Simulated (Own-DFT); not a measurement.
# Shaking the atoms of beta-Si3N4, 42 atoms (N24Si18)

These are calculations, not measurements. The program, named Own-DFT, is a retired in-house plane-wave density functional code that no person has reviewed. Each row is one single-point run on a periodic cell that was not relaxed, without spin or spin-orbit coupling.

Settings of every run: PBEsol; PseudoDojo norm-conserving scalar-relativistic files, made for PBE; cutoff 42 hartree; 3 x 3 x 3 k mesh centred on Gamma; Fermi-Dirac smearing of 0.1 eV.

Known limits, some of them of some rows only: some atoms lie very close together; forces on such cells passed a denser k mesh, each cell not checked; stress not checked against mesh or cutoff.

Cell vectors in Å: (7.606, 0.000, 0.000); (-3.803, 6.587, 0.000); (0.000, 0.000, 8.727). In each run every atom was moved at random and independently from its ideal site; u is the rms move along one axis. E is the free energy for each atom above the fitted value at u = 0, and F the rms of the force components.

```
run,u (Å),E (meV/atom),F (eV/Å),largest force (eV/Å),P (GPa)
1,0.0203,22.3,0.892,2.68,3.16
2,0.0221,20.7,0.846,2.89,3.07
3,0.0476,93.6,1.783,8.30,4.87
4,0.0478,100.8,1.837,6.07,4.85
5,0.0556,150.9,2.404,9.43,7.19
6,0.0884,?,?,?,?
7,0.0977,475.6,4.814,23.85,14.90
8,0.1424,997.0,7.514,34.77,24.77
```

## Worked fit

For small independent moves the energy grows as E = (3/2) K u², with K the mean stiffness felt by one atom. The runs with u up to 0.11 Å give K = 31.1 ± 1.7 eV/Å², with residuals divided by u² + 0.0006 Å², since the noise grows with the moves. The scatter is 10.6 meV/atom at u = 0.05 Å. The forces follow F = G u with G = 42.0 eV/Å²; no force at u = 0 is resolved. G exceeds K because the moves of its neighbours add to the force on an atom, and stiffness differs between atoms. At u = 0.142 Å the parabola gives 945 meV/atom and the run 997. The pressure follows P = 2.38 + 1313 u² GPa: at fixed volume, shortened bonds push harder than stretched ones pull.

## Withheld run

Question: what energy and rms force should run 6 give?

The fit gives 364 ± 35 meV/atom and about 3.71 eV/Å. The calculation gave 382.0 meV/atom and 4.287 eV/Å.
